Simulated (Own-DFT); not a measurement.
# Response to strain: C40 NbSi2, 36 atoms (Nb12Si24)

All numbers below are calculated, not measured. They come from Own-DFT, an in-house plane-wave density functional program, since retired, whose code no person has reviewed. Each row is one single-point run on a periodic cell that was not relaxed, without spin or spin-orbit coupling.

Settings of every run: PBE; PseudoDojo norm-conserving scalar-relativistic files; cutoff 42 hartree; 4 x 4 x 5 k mesh centred on Gamma; cold (Marzari-Vanderbilt) smearing of 0.2 eV.

Known limits: forces on such cells failed a check on a denser k mesh; stress not checked against mesh or cutoff.

Unstrained cell vectors in Å: (0.000, 8.324, 0.000); (-9.613, 0.000, 0.000); (0.000, 0.000, 6.586). The unstrained cell was taken from the Materials Project. The random moves and any unrelaxed bonds add to the pressure at no strain. Each run strains this cell uniformly, with the atoms carried along. Every atom was also moved at random, by a Gaussian of width 0.05 Å on each axis. Strain is the symmetric tensor, in per cent. Stress is positive in tension, and the pressure is minus a third of its trace.

```
run,e_xx (%),e_yy (%),e_zz (%),e_yz (%),e_xz (%),e_xy (%),s_xx (GPa),s_yy (GPa),s_zz (GPa),s_yz (GPa),s_xz (GPa),s_xy (GPa),P (GPa),E (meV/atom)
1,1.00,1.96,1.42,0.52,-0.83,-1.12,3.43,5.61,4.95,1.06,-1.73,-2.97,-4.66,8.9
2,0.35,-1.93,0.35,-0.65,-1.93,-0.60,-2.18,-8.61,-3.58,-1.98,-5.73,-2.47,4.79,12.9
3,0.38,1.91,0.19,1.22,-1.13,-0.90,0.33,4.44,-1.89,3.30,-3.56,-2.50,-0.96,20.2
4,0.59,-1.34,-0.82,1.62,0.65,-0.41,-1.83,-8.23,-8.64,4.64,2.55,-0.73,6.23,26.4
5,1.24,-0.77,-0.61,0.48,1.35,-1.40,0.00,-4.48,-6.83,2.01,4.56,-4.47,3.77,26.0
6,1.73,1.43,0.79,-1.33,-0.60,-0.67,4.92,4.73,2.27,-3.74,-1.70,-1.58,-3.97,2.2
7,-1.64,1.86,-0.04,-0.05,-0.13,1.85,-7.33,2.51,-3.76,-0.28,0.13,5.84,2.86,21.7
8,-0.47,-0.40,1.26,0.63,-1.26,1.38,-3.34,-3.12,1.25,1.30,-3.18,4.17,1.73,7.4
9,1.22,-1.55,0.45,-0.73,0.95,1.28,1.11,-7.22,-1.78,-1.76,2.96,3.88,2.63,16.9
10,1.72,1.52,-0.48,0.44,1.88,1.90,3.56,3.03,-3.29,1.21,5.78,4.42,-1.10,22.8
11,-1.47,-0.40,-1.22,1.47,-0.19,0.55,-9.44,-6.78,-11.74,5.25,-0.33,1.53,9.32,37.6
12,1.49,-0.73,0.55,1.76,-1.03,1.98,2.51,-3.94,-1.15,5.23,-3.48,5.21,0.86,24.4
13,-0.20,1.20,1.91,1.30,1.72,-0.68,-0.70,2.55,4.83,3.65,4.66,-1.46,-2.23,18.4
14,1.87,-1.07,0.29,0.10,-0.46,-1.47,4.20,-4.82,-1.18,-0.16,-1.00,-4.24,0.60,0.0
15,0.65,0.63,-1.62,1.97,0.47,-1.21,-1.06,-1.16,-11.23,6.56,1.94,-3.45,4.48,31.8
16,0.28,-1.97,0.77,-1.80,-0.92,0.47,?,?,?,?,?,?,?,?
```

E is the free energy for each atom above the lowest run shown.

## Worked fit

Each stress component was fitted by least squares to a constant and the strains of the runs shown, as fractions, with shears doubled. Shear strains stay in the fit of a normal stress only where such slopes are resolved. The slopes, in GPa:

| stress | at no strain | per e_xx | per e_yy | per e_zz | scatter |
|---|---|---|---|---|---|
| s_xx | -2.6 | 352 ± 9 | 59 ± 7 | 96 ± 10 | 0.36 |
| s_yy | -2.8 | 79 ± 11 | 349 ± 8 | 84 ± 12 | 0.43 |
| s_zz | -4.2 | 93 ± 12 | 74 ± 10 | 474 ± 14 | 0.49 |

Each shear stress against twice its own strain: yz 145 ± 6, xz 149 ± 6, xy 138 ± 5 GPa. These are stiffnesses along x, y and z of the frame in which the cell vectors are given, which need not be the crystal's axes. The atoms are held to the strained lattice; where symmetry lets them move under strain, relaxing them would lower some slopes. The table should be nearly symmetric about its diagonal, and what it lacks of that shows the noise. A ninth of its sum, 184 ± 6 GPa, estimates the bulk modulus near the mean pressure of these runs, 1.6 GPa, so it lies above the value at zero pressure.

## Withheld run

Question: what normal stresses and pressure should run 16 give?

The fit gives s_xx = -2.1, s_yy = -8.8, s_zz = -1.8 and P = 4.2 GPa. The calculation gave -2.44, -8.98, -1.18 and P = 4.20 GPa.
